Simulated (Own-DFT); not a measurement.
Simulation results for Si3N4 (beta silicon nitride, strained, atoms displaced)

A calculation, not a measurement: plane-wave PBE density functional theory by an unreviewed code, no spin, of a simulated periodic cell, stress positive in tension, free energy of the whole cell less one offset for each atom, forces on such cells moved up to 12 meV/angstrom on a denser k mesh; offsets are fitted by least squares, one for each functional and potential file, so energies compare only between cells with the same atoms and settings and are not formation energies; the far tail of each file's local potential was reset to the Coulomb form; each entry is a single point on an unrelaxed cell, so the pressure reflects the starting lattice, mostly measured values (interpolated for alloys), from which strain is counted, and rises with the displacements; printed positions are rounded, which can move forces by about a meV/angstrom; the program, named Own-DFT, is a retired in-house code; no spin-orbit coupling; before rounding, a Quantum ESPRESSO 7.3.1 run of the same cell and cutoff gave forces within 1 meV/angstrom rms on each cell, which checks the program and not the settings. Program: Own-DFT development build.

Common to all runs: functional PBE; potential files PseudoDojo norm-conserving, scalar-relativistic, standard set; wave cutoff 42 hartree; occupations Fermi-Dirac; smearing width 0.1 eV; k mesh 2 x 2 x 4 centred on Gamma.

(1) Si3N4 (beta silicon nitride, strained, atoms displaced)

```
Si3N4
1.0
     15.1579    -0.2296    -0.1651
     -7.7778    13.3975     0.2881
     -0.0632     0.0908     5.9063
Si N Si N Si N Si N Si N Si N Si N Si N
6 8 6 8 6 8 6 8 6 8 6 8 6 8 6 8
Direct
  0.08310 0.38545 0.12186
  0.11467 0.20202 0.12675
  0.29385 0.42025 0.11832
  0.41172 0.11516 0.37661
  0.37759 0.29665 0.37477
  0.19833 0.08692 0.40103
  0.16802 0.02105 0.11685
  0.47718 0.14725 0.12139
  0.34734 0.33712 0.12482
  0.33772 0.48685 0.36586
  0.01383 0.35188 0.37362
  0.15118 0.16631 0.37938
  0.16231 0.32760 0.12732
  0.33381 0.17278 0.37870
  0.08729 0.38287 0.63664
  0.11599 0.20158 0.61524
  0.29591 0.41254 0.62347
  0.40848 0.11215 0.85895
  0.38311 0.29453 0.86711
  0.20096 0.08399 0.87053
  0.17183 0.02171 0.62606
  0.48407 0.15223 0.61207
  0.34497 0.33297 0.62205
  0.32940 0.48283 0.87234
  0.02017 0.35186 0.86458
  0.15308 0.16978 0.87885
  0.16624 0.33306 0.62211
  0.33532 0.16667 0.86329
  0.07988 0.88189 0.12299
  0.11681 0.70404 0.10518
  0.29739 0.91494 0.13169
  0.40884 0.61367 0.35010
  0.38246 0.79436 0.38024
  0.20573 0.59323 0.37813
  0.16423 0.51699 0.11055
  0.48164 0.64277 0.13728
  0.35781 0.83487 0.13083
  0.33345 0.98476 0.38138
  0.01150 0.84301 0.36732
  0.15096 0.66717 0.39429
  0.17158 0.83831 0.12177
  0.32963 0.66568 0.37352
  0.08403 0.88734 0.61948
  0.12283 0.70594 0.61348
  0.30145 0.91325 0.62885
  0.41785 0.61434 0.87989
  0.38648 0.79773 0.87310
  0.20186 0.59143 0.87560
  0.16412 0.51541 0.62811
  0.48510 0.65144 0.63458
  0.34943 0.83454 0.62262
  0.33759 0.98631 0.87097
  0.01490 0.84983 0.87839
  0.14499 0.66619 0.87441
  0.17023 0.83529 0.61017
  0.32937 0.66176 0.85871
  0.58972 0.38798 0.13340
  0.61765 0.19941 0.12848
  0.79872 0.41535 0.10516
  0.91486 0.11796 0.38455
  0.88153 0.29737 0.39471
  0.69924 0.08776 0.39583
  0.66805 0.01384 0.12233
  0.98758 0.15306 0.11223
  0.84700 0.33333 0.13069
  0.83323 0.48757 0.35276
  0.52368 0.35505 0.37840
  0.64767 0.16795 0.37593
  0.66349 0.32838 0.14047
  0.83896 0.16827 0.39135
  0.58620 0.38059 0.61467
  0.61003 0.19781 0.62334
  0.79808 0.41594 0.61951
  0.90935 0.11513 0.87052
  0.87752 0.29594 0.88061
  0.69778 0.08514 0.86438
  0.66928 0.01702 0.62636
  0.98207 0.15099 0.59867
  0.84954 0.33278 0.61368
  0.83684 0.48518 0.86333
  0.51294 0.35081 0.86853
  0.64586 0.15883 0.86908
  0.66887 0.33151 0.63018
  0.83921 0.16750 0.85800
  0.58307 0.87942 0.13183
  0.61975 0.70413 0.12994
  0.79508 0.90930 0.11449
  0.91441 0.61518 0.36468
  0.89088 0.80255 0.36318
  0.70225 0.58480 0.38792
  0.66764 0.51635 0.11675
  0.98707 0.64677 0.11984
  0.84814 0.83369 0.12130
  0.83518 0.98345 0.39157
  0.51583 0.85352 0.37458
  0.65293 0.66672 0.38212
  0.67216 0.83713 0.11704
  0.83053 0.66493 0.37568
  0.58763 0.88376 0.62957
  0.61611 0.70719 0.63909
  0.80160 0.91629 0.63469
  0.92206 0.62219 0.86849
  0.88671 0.79349 0.87830
  0.70538 0.58969 0.87384
  0.65978 0.51204 0.64032
  0.98942 0.65206 0.63923
  0.85240 0.83801 0.62481
  0.83190 0.97785 0.87360
  0.51477 0.85317 0.87593
  0.65045 0.66659 0.88483
  0.67318 0.83659 0.61238
  0.83735 0.66667 0.87284
```

It finds free energy of cell above offsets -7.786 eV; pressure 3.4 GPa; stress xx -6.07 GPa; stress yy -1.61 GPa; stress zz -2.5 GPa; stress yz 4.93 GPa; stress xz -1.82 GPa; stress xy -5.93 GPa.

Force:
```tsv
element	x (eV/Å)	y (eV/Å)	z (eV/Å)
Si	1.484	-0.722	0.744
Si	1.331	0.483	-1.163
Si	1.241	-4.249	1.427
Si	-1.89	0.801	-2.448
Si	1.015	1.778	-0.551
Si	1.529	4.048	-7.781
N	-0.789	-3.409	3.577
N	2.088	0.289	-0.67
N	0.448	0.037	-1.001
N	-0.601	-0.718	0.858
N	0.456	0.492	0.659
N	-0.253	-0.681	-0.203
N	-0.873	3.089	0.179
N	0.705	-2.896	0.093
Si	0.989	1.324	-4.211
Si	-0.831	1.298	1.921
Si	0.179	0.199	-0.274
Si	0.682	2.381	1.948
Si	-1.264	0.764	1.793
Si	-0.497	4.171	1.454
N	-1.007	-5.857	2.854
N	-0.592	-0.762	1.618
N	0.428	0.303	-0.32
N	0.77	1.96	-1.7
N	-3.999	-1.555	3.41
N	0.423	-1.403	-1.275
N	-0.27	-0.582	-0.075
N	-1.27	-0.81	-0.05
Si	4.391	2.92	0.026
Si	0.479	1.928	3.575
Si	2.564	0.718	-0.3
Si	-1.717	0.047	6.527
Si	0.1	0.36	0.232
Si	-2.506	-4.363	-0.068
N	-0.248	0.191	3.117
N	2.821	2.5	-4.152
N	-2.645	1.135	-1.62
N	0.421	0.319	-0.778
N	3.417	2.233	1.243
N	1.181	-0.768	-5.318
N	-2.77	-2.503	-0.296
N	3.343	1.775	-0.488
Si	3.026	-0.899	0.611
Si	-2.854	1.579	2.837
Si	-0.973	0.234	-0.117
Si	-2.929	-0.861	-1.356
Si	-1.526	-1.974	0.751
Si	-0.536	-1.919	-1.766
N	-0.182	0.809	-0.283
N	-0.373	-0.065	-1.883
N	0.887	-0.389	0.284
N	0.172	-2.057	0.037
N	1.087	0.504	-1.706
N	2.414	-0.523	-0.874
N	-2.084	0.389	0.687
N	2.244	3.175	0.949
Si	0.151	-1.523	-2.65
Si	-3.324	1.019	-2.296
Si	-0.923	-1.808	2.379
Si	-2.509	-2.964	-7.004
Si	2.831	-1.542	-4.316
Si	2.124	1.415	-5.129
N	-0.893	0.428	1.119
N	-2.325	-1.865	0.991
N	0.223	-0.156	-1.043
N	0.631	-0.872	1.436
N	-3.786	-1.681	-1.792
N	2.213	-2.146	1.875
N	0.647	1.272	-1.173
N	-3.652	-0.064	-0.765
Si	1.024	0.701	4.413
Si	1.216	2.705	-0.121
Si	0.607	-0.717	-1.405
Si	2.945	-0.741	-0.413
Si	2.569	-0.124	-0.472
Si	2.603	0.024	2.73
N	-0.969	-2.548	1.43
N	4.195	1.644	7.711
N	-2.822	1.981	4.22
N	0.371	1.536	-0.831
N	1.716	0.435	0.775
N	-0.931	0.797	0.823
N	-0.831	-0.546	0.081
N	-4.556	0.597	0.948
Si	1.877	2.58	-1.04
Si	0.286	0.149	0.819
Si	2.312	2.762	3.546
Si	-1.181	0.73	1.745
Si	-6.095	-3.49	2.596
Si	-1.3	-0.309	-1.334
N	-0.151	0.546	2.196
N	-0.426	0.636	0.626
N	1.441	-0.338	-0.818
N	0.36	1.302	-3.705
N	0.179	-0.766	1.782
N	-0.689	-0.032	0.794
N	-4.386	-3.924	0.31
N	2.486	1.854	-0.214
Si	1.394	0.041	-0.699
Si	1.437	-0.459	-2.123
Si	1.126	-1.434	-1.927
Si	-2.475	-2.656	1.153
Si	-3.76	0.491	-1.211
Si	-0.682	-0.897	0.221
N	0.664	1.054	-1.149
N	0.48	0.371	-4.829
N	2.177	-1.005	-0.108
N	0.286	4.021	0.431
N	1.707	0.033	-0.146
N	0.388	-0.052	-0.127
N	-2.999	-0.919	0.909
N	0.163	0.181	0.096
```

(2) Si3N4 (beta silicon nitride, strained, atoms displaced)

```
Si3N4
1.0
     15.4198     0.1792     0.1746
     -7.5547    13.1872     0.0636
      0.0668     0.0667     5.7563
Si N Si N Si N Si N Si N Si N Si N Si N
6 8 6 8 6 8 6 8 6 8 6 8 6 8 6 8
Direct
  0.08588 0.38188 0.12778
  0.11528 0.20742 0.12740
  0.30257 0.41621 0.11890
  0.41426 0.11728 0.37788
  0.38481 0.29575 0.35337
  0.20238 0.08412 0.38362
  0.16356 0.01532 0.12181
  0.49075 0.15484 0.13251
  0.34954 0.33570 0.12164
  0.33526 0.48100 0.36830
  0.00959 0.34512 0.38378
  0.14710 0.16310 0.38327
  0.16482 0.32738 0.10239
  0.33763 0.17319 0.37400
  0.08088 0.38022 0.62599
  0.11867 0.20447 0.62672
  0.29827 0.41796 0.62765
  0.40360 0.10427 0.88574
  0.39044 0.29746 0.86530
  0.19446 0.07710 0.86471
  0.16981 0.01799 0.62954
  0.48566 0.15122 0.62616
  0.34255 0.32804 0.61976
  0.33797 0.48904 0.87422
  0.01290 0.34858 0.87891
  0.14396 0.16036 0.87059
  0.16947 0.34311 0.64569
  0.34145 0.17181 0.88124
  0.08779 0.88308 0.11640
  0.12029 0.70620 0.12061
  0.30170 0.92193 0.12562
  0.41328 0.61723 0.37998
  0.38446 0.79251 0.36711
  0.20033 0.58123 0.36319
  0.17275 0.51862 0.13138
  0.47955 0.64861 0.11469
  0.34975 0.83196 0.12295
  0.32527 0.98558 0.37731
  0.01616 0.85373 0.37355
  0.14361 0.66582 0.37625
  0.17158 0.83475 0.11390
  0.33758 0.66863 0.38496
  0.08840 0.89028 0.60418
  0.11083 0.69938 0.62086
  0.29478 0.91105 0.62457
  0.40834 0.61404 0.88360
  0.38506 0.79170 0.87081
  0.19995 0.58367 0.87637
  0.17044 0.51474 0.62886
  0.48515 0.65523 0.62217
  0.35104 0.83288 0.61545
  0.33841 0.98472 0.87059
  0.01188 0.84515 0.88994
  0.14629 0.66534 0.87880
  0.17415 0.83866 0.62609
  0.33434 0.66741 0.86029
  0.59234 0.38423 0.13004
  0.61528 0.20341 0.11725
  0.79604 0.40707 0.13407
  0.91272 0.11461 0.37761
  0.87915 0.29635 0.37700
  0.70140 0.08402 0.36999
  0.66157 0.00969 0.13274
  0.98992 0.15117 0.12518
  0.85027 0.33250 0.12072
  0.83351 0.48173 0.38155
  0.51666 0.35415 0.37207
  0.65741 0.16796 0.36887
  0.65984 0.33335 0.11914
  0.83299 0.16365 0.36646
  0.59426 0.38950 0.62260
  0.62272 0.20967 0.63427
  0.79823 0.41863 0.61522
  0.91568 0.11394 0.87559
  0.88518 0.29796 0.87831
  0.69925 0.08602 0.87380
  0.66368 0.01189 0.61589
  0.98553 0.15053 0.62385
  0.85388 0.33931 0.62188
  0.83436 0.48911 0.88833
  0.51618 0.35109 0.85690
  0.64194 0.15914 0.86835
  0.67028 0.33926 0.62245
  0.83274 0.16978 0.89064
  0.58619 0.88296 0.11228
  0.61132 0.69591 0.12878
  0.79261 0.91159 0.12510
  0.91733 0.61935 0.36969
  0.88921 0.80000 0.38159
  0.70397 0.58913 0.34802
  0.67287 0.52126 0.13463
  0.98413 0.64370 0.12045
  0.85351 0.83211 0.13508
  0.83850 0.98765 0.37404
  0.51260 0.84729 0.39487
  0.65275 0.66518 0.37827
  0.65743 0.82456 0.13491
  0.82898 0.66326 0.36035
  0.58663 0.88141 0.62749
  0.61429 0.69634 0.62506
  0.79135 0.91304 0.62079
  0.91459 0.61371 0.86906
  0.88742 0.79776 0.88413
  0.70068 0.58361 0.87423
  0.66419 0.51231 0.64151
  0.98379 0.64921 0.64679
  0.84903 0.83838 0.62560
  0.83494 0.98334 0.87834
  0.51565 0.84879 0.87987
  0.64996 0.66999 0.88147
  0.67173 0.83808 0.63166
  0.82745 0.66781 0.87462
```

Results for Si3N4 (beta silicon nitride, strained, atoms displaced): free energy of cell above offsets -7.208 eV; pressure 6.04 GPa; stress xx 0.7 GPa; stress yy -4.78 GPa; stress zz -14.05 GPa; stress yz 2.39 GPa; stress xz 3.43 GPa; stress xy 3.22 GPa.

Force:
```tsv
element	x (eV/Å)	y (eV/Å)	z (eV/Å)
Si	0.632	-0.668	-0.127
Si	2.173	-4.338	-0.252
Si	-1.166	-2.233	0.44
Si	0.219	1.127	1.074
Si	-0.076	2.581	3.376
Si	0.45	4.223	-3.605
N	0.344	-1.367	1.549
N	-2.047	-2.266	-1.16
N	0.668	-0.065	-1.973
N	-0.274	2.673	0.479
N	0.542	0.942	-1.29
N	0.968	-0.43	-1.835
N	-0.388	5.791	1.4
N	-0.394	-4.58	-0.018
Si	1.676	1.278	0.15
Si	-1.48	1.567	0.545
Si	0.724	-2.675	-0.218
Si	2.539	7.541	-1.16
Si	-1.857	0.62	-0.561
Si	0.446	7.113	4.325
N	-0.232	-3.931	-2.52
N	0.738	-0.389	0.438
N	0.146	1.104	0.062
N	-0.213	-1.041	-0.523
N	-0.234	0.657	1.112
N	1.309	-0.707	1.15
N	0.101	-2.601	-1.472
N	-1.951	-3.99	-0.129
Si	1.262	0.284	0.492
Si	-2.1	0.091	0.869
Si	0.54	-4.492	0.767
Si	0.35	-0.893	-0.7
Si	0.02	2.297	1.062
Si	0.61	4.728	5.278
N	-0.721	-4.288	-2.751
N	2.005	0.392	2.249
N	-0.865	0.969	-0.361
N	0.813	1.753	-0.307
N	0.692	-0.2	-0.193
N	2.775	-2.087	-1.125
N	-1.222	1.104	0.444
N	-2.357	-3.102	-1.045
Si	1.954	-2.19	3.895
Si	0.475	2.434	2.144
Si	2.937	-0.489	-0.198
Si	0.909	1.582	-2.255
Si	-1.183	2.716	-0.476
Si	0.561	2.797	-1.658
N	-1.326	-0.756	-0.885
N	1.038	-0.743	0.543
N	-1.157	0.771	1.434
N	-0.602	-2.618	-0.396
N	1.633	1.348	-3.245
N	2.219	-1.746	-2.037
N	-4.442	-2.614	-0.494
N	-1.44	-2.33	0.958
Si	-5.974	2.017	-1.67
Si	0.191	-0.322	1.946
Si	-1.754	1.622	-1.244
Si	0.437	1.017	-0.47
Si	1.879	-2.213	-0.303
Si	1.24	1.021	0.171
N	-0.007	1.141	-2.075
N	-2.02	-0.89	-0.118
N	-1.549	1.116	1.439
N	0.427	3.475	-4.216
N	0.169	0.157	0.319
N	-1.588	1.309	0.206
N	7.071	-1.288	0.05
N	-0.951	0.701	0.709
Si	-2.687	-1.958	-0.953
Si	-2.674	-1.289	-3.832
Si	0.4	-2.413	6.007
Si	-1.33	0.483	1.076
Si	0.397	-0.829	-1.776
Si	1.976	-0.351	-0.363
N	-0.028	0.695	2.271
N	0.419	0.428	-0.366
N	-1.293	0.389	1.656
N	0.168	-2.863	-1.365
N	1.009	0.803	3.152
N	1.489	0.18	1.5
N	1.698	-1.144	0.009
N	0.271	-2.034	-1.006
Si	-0.193	-1.156	3.94
Si	-1.993	1.364	0.436
Si	0.728	-1.652	1.268
Si	-2.192	-1.503	1.169
Si	-2.255	-1.632	0.496
Si	1.058	2.29	7.712
N	-0.686	-5.904	-4.696
N	1.329	1.57	0.044
N	-2.571	1.87	-0.419
N	-0.65	-1.378	-0.768
N	0.394	0.191	-3.013
N	-0.861	-0.438	-0.988
N	1.791	1.948	-0.184
N	2.895	1.848	1.097
Si	0.295	0.193	-0.698
Si	-1.687	2.734	0.809
Si	2.726	1.097	0.937
Si	-4.986	-0.123	5.417
Si	-2.488	-0.869	-1.384
Si	0.365	2.9	-0.136
N	0.175	2.433	-3.18
N	2.071	1.453	-7.003
N	1.762	-0.581	0.833
N	-0.386	0.711	-0.819
N	-1.194	-0.515	-0.798
N	2.041	-2.511	-1.229
N	-2.201	-3.37	-0.303
N	2.583	-0.585	-0.559
```
